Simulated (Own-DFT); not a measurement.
# One host, several defects: wurtzite GaN

The numbers are computed, not measured, by runs of the plane-wave DFT program Own-DFT (in-house, retired, unreviewed) at fixed positions, with no spin and no spin-orbit coupling.

Settings: PBE; PseudoDojo norm-conserving scalar-relativistic files; cutoff 42 hartree; 4 x 4 x 3 k mesh centred on Gamma; Fermi-Dirac smearing of 0.1 eV.

Keep in mind (not all hold for every row): not probed for a lower state with spin; forces not confirmed at this smearing and k mesh; stress not checked against mesh or cutoff.

All runs share one cell, with vectors in Å (9.567, 0.000, 0.000); (-4.784, 8.285, 0.000); (0.000, 0.000, 10.370) and a volume of 822.0 Å³. The atoms are randomly displaced, by u rms on each axis. The defect's site can differ from row to row.

| cell | formula | u (Å) | P (GPa) |
|---|---|---|---|
| no defect | Ga36N36 | 0.0183 | 5.86 |
| no defect | Ga36N36 | 0.0210 | 5.95 |
| no defect | Ga36N36 | 0.0503 | 7.57 |
| one Ga on an N site | Ga37N35 | 0.0262 | ? |
| one Ga on an N site | Ga37N35 | 0.0290 | 11.99 |
| one Ga on an N site | Ga37N35 | 0.0433 | 12.83 |
| one Ga on an N site | Ga37N35 | 0.0442 | 12.60 |
| one N on a Ga site | Ga35N37 | 0.0312 | 5.65 |
| one N on a Ga site | Ga35N37 | 0.0326 | 5.70 |
| one N on a Ga site | Ga35N37 | 0.0497 | 7.02 |

## Worked fit

P = P0 + c u² + a shift for each defect gives P0 = 5.57 GPa, c = 800 ± 55 GPa/Å² and a scatter of 0.13 GPa. The shifts, and each times the cell's volume:

- one Ga on an N site: 5.65 ± 0.11 GPa, 29.0 eV
- one N on a Ga site: -0.65 ± 0.11 GPa, -3.3 eV

Positive is outwards. The product with the volume (160.2 GPa Å³ to the eV) is nearly free of the cell's size; divided by the bulk modulus at the cell's pressure it gives the volume that the defect adds. The atoms around the defects weren't relaxed, which would change these numbers.

## Withheld run

Question: what pressure belongs in the blank (one Ga on an N site, u = 0.0262 Å)?

The fit gives 11.78 ± 0.15 GPa. The calculation gave 11.94 GPa.
